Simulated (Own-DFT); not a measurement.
# How HSE06 shifts the pressure of corundum Al2O3, 78 atoms (Al32O46), with two O vacancies

These are calculations. Each geometry was run twice at fixed positions with Own-DFT, a retired in-house plane-wave program that no person has reviewed: with PBE, and with HSE06 (exact exchange share 0.25 at short range, screening 0.11 per bohr, Gygi-Baldereschi treatment of its divergence). Both used PseudoDojo norm-conserving files made for PBE, a cutoff of 48 hartree, the Gamma point alone, fixed occupations, a neutral cell and no spin. The unstrained cell is 7.9 Å across at its thinnest, so Gamma alone is coarse and defects feel their images. The oxygen file's force components were 24 meV/Å off all-electron values in a glass.

Unstrained cell vectors in Å: (5.494, 0.000, 8.660); (-2.747, 4.758, 8.660); (-2.747, -4.758, 8.660), volume V0 = 679.1 Å³, from measured lattice constants. Each geometry has its own random strain of a few per cent, its own defect sites and random moves of rms u per axis. HSE06 gave the energy alone. D is its energy less that of PBE, over the lowest D shown. The PBE stress wasn't checked against mesh or cutoff.

```
run,V - V0 (Å³),u (Å),P with PBE (GPa),D (eV)
1,-0.7,0.0517,8.95,1.047
2,16.8,0.0322,1.53,1.550
3,-3.6,0.0287,8.49,0.728
4,-23.0,0.0293,16.01,0.000
5,-9.8,0.0480,12.58,0.660
6,8.4,0.0265,4.22,1.174
7,6.5,0.0297,4.84,1.149
8,1.9,0.0307,6.82,0.979
9,-9.4,0.0307,11.25,0.547
10,-20.7,0.0303,15.88,0.075
11,0.4,0.0487,8.84,0.998
12,16.4,0.0506,3.81,1.705
13,6.2,0.0282,4.98,?
```

## Fit

D = 0.80 + 0.0387 (V - V0) + 99 u² eV, with an error of 0.0006 on the volume slope, 9 on the last term and a scatter of 0.02 eV. Pressure is -dE/dV, and 1 eV/Å³ is 160.2 GPa, so HSE06 changes the pressure by -6.2 ± 0.1 GPa. With the ions held to the strained lattice, the PBE pressure falls by 252 ± 7 GPa per unit of volume strain; the shape of the strain isn't fitted, so the true error is larger, and a relaxed crystal would be softer. On that slope HSE06's volume at a given pressure is about 2.5 % smaller, or 0.8 % in lengths. At u = 0 and V0 the PBE pressure is 6.7 GPa, which puts the zero-pressure volume, against the measured cell and with the defects in, at +2.6 % for PBE and +0.2 % for HSE06, each good to a few tenths of a per cent.

## Check

Q: what D should run 13 give?

The fit gives 1.12 eV, with rows scattering by 0.02. DFT gave 1.120 eV.
